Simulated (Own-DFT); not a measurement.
# Energy and forces against displacement in monoclinic HfO2, 96 atoms (Hf32O64)

Calculated results; nothing here was measured. The program, named Own-DFT, is a retired in-house plane-wave density functional code that no person has reviewed. Each row is one single-point run on a periodic cell that was not relaxed, without spin or spin-orbit coupling.

Settings of every run: PBE; PseudoDojo norm-conserving scalar-relativistic files; cutoff 72 hartree; 2 x 2 x 2 k mesh centred on Gamma; Fermi-Dirac smearing of 0.1 eV.

Known limits, some of them of some rows only: some atoms lie very close together; hafnium file: forces about 75 meV/angstrom off all-electron values; oxygen file: force components 24 meV/angstrom off all-electron in a glass; forces on such cells passed a denser k mesh, each cell not checked; stress not checked against mesh or cutoff.

Cell vectors in Å: (10.234, 0.000, 0.000); (0.000, 10.350, 0.000); (-1.696, 0.000, 10.445). In each run every atom was moved at random and independently from its ideal site; u is the rms move along one axis. E is the free energy for each atom above the fitted value at u = 0, and F the rms of the force components.

| run | u (Å) | E (meV/atom) | F (eV/Å) | largest force (eV/Å) | P (GPa) |
|---|---|---|---|---|---|
| 1 | 0.0196 | 10.3 | 0.451 | 1.90 | 4.02 |
| 2 | 0.0201 | 11.1 | 0.475 | 1.95 | 3.96 |
| 3 | 0.0213 | 12.2 | 0.526 | 1.97 | 3.81 |
| 4 | 0.0480 | 55.9 | 1.019 | 4.25 | 5.70 |
| 5 | 0.0484 | 55.3 | 1.020 | 5.01 | 5.90 |
| 6 | 0.0514 | ? | ? | ? | ? |
| 7 | 0.0781 | 178.2 | 2.179 | 12.03 | 11.05 |
| 8 | 0.0795 | 169.0 | 1.892 | 7.21 | 9.70 |
| 9 | 0.0807 | 173.0 | 2.081 | 12.19 | 11.30 |
| 10 | 0.1166 | 353.7 | 2.721 | 12.93 | 15.14 |
| 11 | 0.1487 | 574.8 | 4.304 | 25.95 | 24.71 |

## Worked fit

For small independent moves the energy grows as E = (3/2) K u², with K the mean stiffness felt by one atom. The runs with u up to 0.11 Å give K = 17.6 ± 0.6 eV/Å², with residuals divided by u² + 0.0006 Å², since the noise grows with the moves. The scatter is 4.8 meV/atom at u = 0.05 Å. The forces follow F = G u with G = 24.0 eV/Å²; no force at u = 0 is resolved. G exceeds K because the moves of its neighbours add to the force on an atom, and stiffness differs between atoms. At u = 0.149 Å the parabola gives 584 meV/atom and the run 575. The pressure follows P = 3.35 + 1152 u² GPa: at fixed volume, shortened bonds push harder than stretched ones pull.

## Withheld run

Question: what energy and rms force should run 6 give?

The fit gives 70 ± 6 meV/atom and about 1.23 eV/Å. The calculation gave 64.6 meV/atom and 1.115 eV/Å.
